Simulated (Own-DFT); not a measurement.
# Misfit strain and the stress it brings: wurtzite GaN, 72 atoms (Ga36N36)

No measurement is shown. These are fixed-geometry runs of a retired plane-wave code named Own-DFT, which no person has reviewed; spin and spin-orbit coupling are neglected.

All runs used: PBE; PseudoDojo norm-conserving scalar-relativistic files (stringent for Ga); cutoff 96 hartree; 4 x 4 x 3 k mesh centred on Gamma; Gaussian smearing of 0.01 eV.

Limits: forces not confirmed at this smearing and k mesh; stress not checked against mesh or cutoff.

Unstrained cell vectors in Å: (9.567, 0.000, 0.000); (-4.784, 8.285, 0.000); (0.000, 0.000, 10.370). The unstrained cell has measured lattice constants (interpolated for alloys), not those of this functional. That, the random moves and any unrelaxed bonds set the pressure at no strain. Each run strains x and y alike by e, as a substrate would, and holds the height along z. All atoms carry random offsets, Gaussian with a width of 0.05 Å per axis. Stress is positive in tension.

```
e (%),u (Å),(s_xx + s_yy)/2 (GPa),s_zz (GPa)
-3.00,0.053,-24.92,-13.58
-2.75,0.052,-23.91,-12.59
-2.50,0.051,?,?
-1.00,0.052,-13.44,-8.20
-0.25,0.054,-9.32,-7.39
1.00,0.048,-1.89,-5.60
1.50,0.052,0.54,-5.72
1.75,0.051,1.49,-4.50
2.00,0.048,2.41,-3.33
2.25,0.055,3.32,-4.96
```

## What the rows give

With e as a fraction, the in-plane stress is -7.6 + 541 e - 1533 e² GPa (errors 8 and 535, scatter 0.40), and s_zz is -7.6 + 173 e GPa (slope ± 15, scatter 0.86). At e = 0 the first slope is C11 + C12 and the second 2 C13, both with the ions held to the strained lattice and at the cell's own pressure. A free layer would change its height as e changes, and the in-plane slope would drop by 2 C13²/C33 to the biaxial modulus. At fixed height, a misfit of 1 % moves the in-plane stress by about 5.4 GPa and s_zz by 1.7 GPa.

## The run left out

Question: what are the two stresses at e = -2.50 %?

From the fit: -22.1 and -11.9 GPa. DFT gave -21.77 and -11.62 GPa.
